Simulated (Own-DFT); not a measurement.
# One host, several defects: zincblende GaAs

The numbers are computed, not measured, by runs of the plane-wave DFT program Own-DFT (in-house, retired, unreviewed) at fixed positions, with no spin and no spin-orbit coupling.

All runs used: PBE; PseudoDojo norm-conserving scalar-relativistic files; cutoff 42 hartree; 3 x 3 x 3 k mesh centred on Gamma; Fermi-Dirac smearing of 0.1 eV.

Limits (not all hold for every row): not probed for a lower state with spin; forces on such cells failed a check on a denser k mesh; forces not confirmed at this smearing and k mesh; forces on such cells passed a denser k mesh, each cell not checked; stress not checked against mesh or cutoff.

All runs share one cell, with vectors in Å (11.307, 0.000, 0.000); (0.000, 11.307, 0.000); (0.000, 0.000, 11.307) and a volume of 1445.4 Å³. u is the rms random offset of the atoms per axis. The defect's site can differ from row to row.

```
cell,formula,u (Å),P (GPa)
no defect,As32Ga32,0.0201,3.52
no defect,As32Ga32,0.0477,3.93
no defect,As32Ga32,0.0485,3.82
two As vacancies,As30Ga32,0.0276,3.19
two As vacancies,As30Ga32,0.0283,3.13
two As vacancies,As30Ga32,0.0484,3.54
two As vacancies,As30Ga32,0.0490,?
one In on a Ga site,As32Ga31In,0.0303,4.32
one In on a Ga site,As32Ga31In,0.0503,4.71
one In on a Ga site,As32Ga31In,0.0511,4.73
one Al on a Ga site,AlAs32Ga31,0.0468,3.82
one Al on a Ga site,AlAs32Ga31,0.0483,3.96
one Al on a Ga site,AlAs32Ga31,0.0484,4.05
one As on a Ga site and one Ga on an As site,As32Ga32,0.0288,3.94
one As on a Ga site and one Ga on an As site,As32Ga32,0.0500,4.31
one As on a Ga site and one Ga on an As site,As32Ga32,0.0541,4.42
```

## Working it out

P = P0 + c u² + a shift for each defect gives P0 = 3.38 GPa, c = 223 ± 22 GPa/Å² and a scatter of 0.06 GPa. The shifts, and each times the cell's volume:

- one In on a Ga site: 0.75 ± 0.05 GPa, 6.8 eV
- one As on a Ga site and one Ga on an As site: 0.37 ± 0.05 GPa, 3.4 eV
- one Al on a Ga site: 0.05 ± 0.05 GPa, 0.4 eV (not resolved)
- two As vacancies: -0.38 ± 0.05 GPa, -3.5 eV (-1.7 eV for each of its 2 sites)

Against the defect-free cell, a freed cell would be larger where the shift is positive and smaller where it is negative (160.2 GPa Å³ is 1 eV). The atoms around the defects weren't relaxed, which would change these numbers.

## The run left out

Asked: what pressure belongs in the blank (two As vacancies, u = 0.0490 Å)?

Estimate: 3.53 ± 0.08 GPa. Computed: 3.42 GPa.
